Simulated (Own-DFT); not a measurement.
# Which defects push the lattice out? 4H SiC

No measurement is shown. These are fixed-geometry runs of a retired plane-wave code named Own-DFT, which no person has reviewed; spin and spin-orbit coupling are neglected.

Method: PBE; PseudoDojo norm-conserving scalar-relativistic files; cutoff 42 hartree; 4 x 4 x 3 k mesh centred on Gamma; Fermi-Dirac smearing of 0.1 eV.

Known weak points (not all hold for every row): a neutral cation vacancy leaves holes that likely carry spin, which these runs leave out; some atoms lie very close together; not probed for a lower state with spin; forces on such cells failed a check on a denser k mesh; forces on such cells passed a denser k mesh, each cell not checked; stress not checked against mesh or cutoff.

All runs share one cell, with vectors in Å (9.248, 0.000, 0.000); (-4.624, 8.009, 0.000); (0.000, 0.000, 10.068) and a volume of 745.7 Å³. The atoms are randomly displaced, by u rms on each axis. The defect's site can differ from row to row.

```
                                     cell    formula   u (Å)  P (GPa)
                                no defect    C36Si36  0.0292     3.71
                                no defect    C36Si36  0.0607     6.36
                                no defect    C36Si36  0.0634     6.34
one C on a Si site and one Si on a C site    C36Si36  0.0286        ?
one C on a Si site and one Si on a C site    C36Si36  0.0300     7.78
one C on a Si site and one Si on a C site    C36Si36  0.0489     9.13
one C on a Si site and one Si on a C site    C36Si36  0.0492     8.90
                   two N on a C site each  C34N2Si36  0.0292     2.72
                   two N on a C site each  C34N2Si36  0.0325     2.79
                   two N on a C site each  C34N2Si36  0.0491     4.37
                       one C on a Si site    C37Si35  0.0500     3.24
                       one C on a Si site    C37Si35  0.0501     3.09
                       one C on a Si site    C37Si35  0.0546     3.52
                           one Si vacancy    C36Si35  0.0282     3.11
                           one Si vacancy    C36Si35  0.0291     3.16
                           one Si vacancy    C36Si35  0.0310     3.09
```

## Fit

P = P0 + c u² + a shift for each defect gives P0 = 2.92 GPa, c = 893 ± 50 GPa/Å² and a scatter of 0.15 GPa. The shifts, and each times the cell's volume:

- one C on a Si site and one Si on a C site: 3.98 ± 0.13 GPa, 18.5 eV
- one Si vacancy: -0.58 ± 0.16 GPa, -2.7 eV
- two N on a C site each: -0.92 ± 0.14 GPa, -4.3 eV (-2.1 eV for each of its 2 sites)
- one C on a Si site: -2.02 ± 0.12 GPa, -9.4 eV

A positive shift means that the defect pushes the cell outwards. Shift times volume (160.2 GPa Å³ is 1 eV) depends little on the cell's size, so, taken for each site, it can be compared between cells at like pressure. The atoms around the defects weren't relaxed, which would change these numbers.

## The run left out

Asked: what pressure belongs in the blank (one C on a Si site and one Si on a C site, u = 0.0286 Å)?

The fit gives 7.64 ± 0.18 GPa. DFT gave 7.18 GPa.
